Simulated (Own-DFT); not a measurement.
# Strain and stress in wurtzite GaN, 72 atoms (Ga36N36)

Calculated, not measured: single-point runs of Own-DFT, a retired in-house plane-wave DFT program that no person has reviewed, on unrelaxed cells, without spin or spin-orbit coupling.

Settings: PBE; PseudoDojo norm-conserving scalar-relativistic files (stringent for Ga); cutoff 96 hartree; 4 x 4 x 3 k mesh centred on Gamma; Gaussian smearing of 0.01 eV.

Keep in mind: forces not confirmed at this smearing and k mesh; stress not checked against mesh or cutoff.

Unstrained cell vectors in Å: (9.567, 0.000, 0.000); (-4.783, 8.285, 0.000); (0.000, 0.000, 10.370). The unstrained cell has measured lattice constants (interpolated for alloys), not those of this functional. That, the random moves and any unrelaxed bonds set the pressure at no strain. A uniform strain is put on this cell, atoms riding along. Each atom got a random Gaussian move of width 0.05 Å along each axis. Stress is counted positive in tension, P = -(s_xx + s_yy + s_zz)/3, and strain components are those of the symmetric tensor.

| run | e_xx (%) | e_yy (%) | e_zz (%) | e_yz (%) | e_xz (%) | e_xy (%) | s_xx (GPa) | s_yy (GPa) | s_zz (GPa) | s_yz (GPa) | s_xz (GPa) | s_xy (GPa) | P (GPa) | E (meV/atom) |
|---|---|---|---|---|---|---|---|---|---|---|---|---|---|---|
| 1 | -1.96 | -1.62 | 1.27 | 1.92 | 0.94 | 1.97 | -15.74 | -20.10 | -5.01 | 4.67 | 0.49 | 7.96 | 13.62 | 77.2 |
| 2 | 1.66 | 1.28 | 0.85 | -1.85 | -1.36 | -0.31 | 0.66 | -0.39 | -1.98 | -4.17 | -3.63 | -1.97 | 0.57 | 10.5 |
| 3 | -0.26 | 1.63 | -0.80 | -1.97 | -1.45 | 1.35 | -8.78 | -0.99 | -9.98 | -3.32 | -3.20 | 4.49 | 6.58 | 31.7 |
| 4 | 0.37 | -0.11 | 1.97 | -1.43 | -0.59 | -0.58 | -4.22 | -5.42 | 1.13 | -2.20 | -1.05 | -1.21 | 2.84 | 10.7 |
| 5 | -0.27 | 1.63 | 1.79 | 0.95 | -0.42 | 0.61 | -5.29 | 0.48 | 0.29 | 2.52 | -1.47 | 1.70 | 1.51 | 8.5 |
| 6 | 1.15 | -1.03 | 0.14 | -0.31 | -1.69 | 0.11 | -2.61 | -9.71 | -6.97 | -0.70 | -3.54 | 0.11 | 6.43 | 11.4 |
| 7 | -1.76 | -1.20 | -1.02 | 0.95 | -0.03 | -1.60 | -18.20 | -18.20 | -13.53 | 2.00 | -0.84 | -6.68 | 16.64 | 68.1 |
| 8 | -1.64 | 0.43 | 0.58 | 0.18 | -0.43 | 1.94 | -14.15 | -8.26 | -4.43 | 0.21 | -2.03 | 5.12 | 8.95 | 30.8 |
| 9 | -0.53 | 1.95 | -0.51 | 0.83 | -1.49 | -1.64 | -9.39 | 0.21 | -10.22 | 1.08 | -4.21 | -6.89 | 6.46 | 36.1 |
| 10 | -0.82 | 0.23 | 1.90 | 1.09 | -0.09 | 0.93 | -8.30 | -5.00 | 0.05 | 2.09 | 0.25 | 2.69 | 4.42 | 0.0 |
| 11 | -0.75 | 0.26 | 0.03 | -0.92 | 0.44 | -0.32 | -10.74 | -7.22 | -5.76 | -1.96 | 0.56 | -0.64 | 7.91 | 11.3 |
| 12 | -1.96 | -1.05 | 0.82 | 0.77 | -0.86 | -0.28 | -17.52 | -13.30 | -5.99 | 1.68 | -2.34 | 0.96 | 12.27 | 35.8 |
| 13 | -1.14 | 1.15 | -0.18 | -1.79 | 1.34 | -0.63 | -12.01 | -3.27 | -8.53 | -3.16 | 2.75 | -3.04 | 7.94 | 33.2 |
| 14 | 0.23 | -0.94 | -0.53 | 1.92 | 0.59 | 0.39 | -7.74 | -13.91 | -9.55 | 4.82 | 1.63 | 2.43 | 10.40 | 43.9 |
| 15 | 0.85 | 1.75 | -1.83 | -1.88 | 0.08 | -1.34 | -3.63 | 0.38 | -14.66 | -3.69 | 0.12 | -3.12 | 5.97 | 20.9 |
| 16 | -0.93 | -0.18 | -0.57 | -0.41 | -0.79 | -1.43 | ? | ? | ? | ? | ? | ? | ? | ? |

The last column gives the free energy per atom over the lowest of the runs shown.

## What the rows give

Regress every stress component on the fractional strains (shears doubled) of the visible runs, with a constant. Shear strains stay in the fit of a normal stress only where such slopes are resolved. The slopes, in GPa:

| stress | at no strain | per e_xx | per e_yy | per e_zz | scatter |
|---|---|---|---|---|---|
| s_xx | -7.7 | 455 ± 17 | 76 ± 16 | 110 ± 16 | 0.69 |
| s_yy | -8.0 | 143 ± 36 | 494 ± 33 | 95 ± 34 | 1.41 |
| s_zz | -7.5 | 60 ± 23 | 44 ± 22 | 425 ± 22 | 0.92 |

The slope of each shear stress on twice its own strain, from a fit on all six strains: yz 100 ± 6, xz 114 ± 10, xy 172 ± 17 GPa. These are stiffnesses along x, y and z of the frame in which the cell vectors are given, with the crystal's c axis along z: C11, C12, C13 and C33. Hexagonal symmetry asks that xx and yy behave alike, which is a second check on the noise. These are clamped-ion slopes: internal relaxation, where symmetry allows it, would soften some. The table should be nearly symmetric about its diagonal, and what it lacks of that shows the noise. A ninth of the table's sum, 211 ± 7 GPa, estimates the bulk modulus near the mean pressure of these runs, 7.5 GPa, so it lies above the value at zero pressure.

## Prediction

Q: what normal stresses and pressure should run 16 give?

The fitted form gives s_xx = -12.7, s_yy = -10.8, s_zz = -10.5 and P = 11.3 GPa. DFT gave -12.05, -11.29, -10.29 and P = 11.21 GPa.
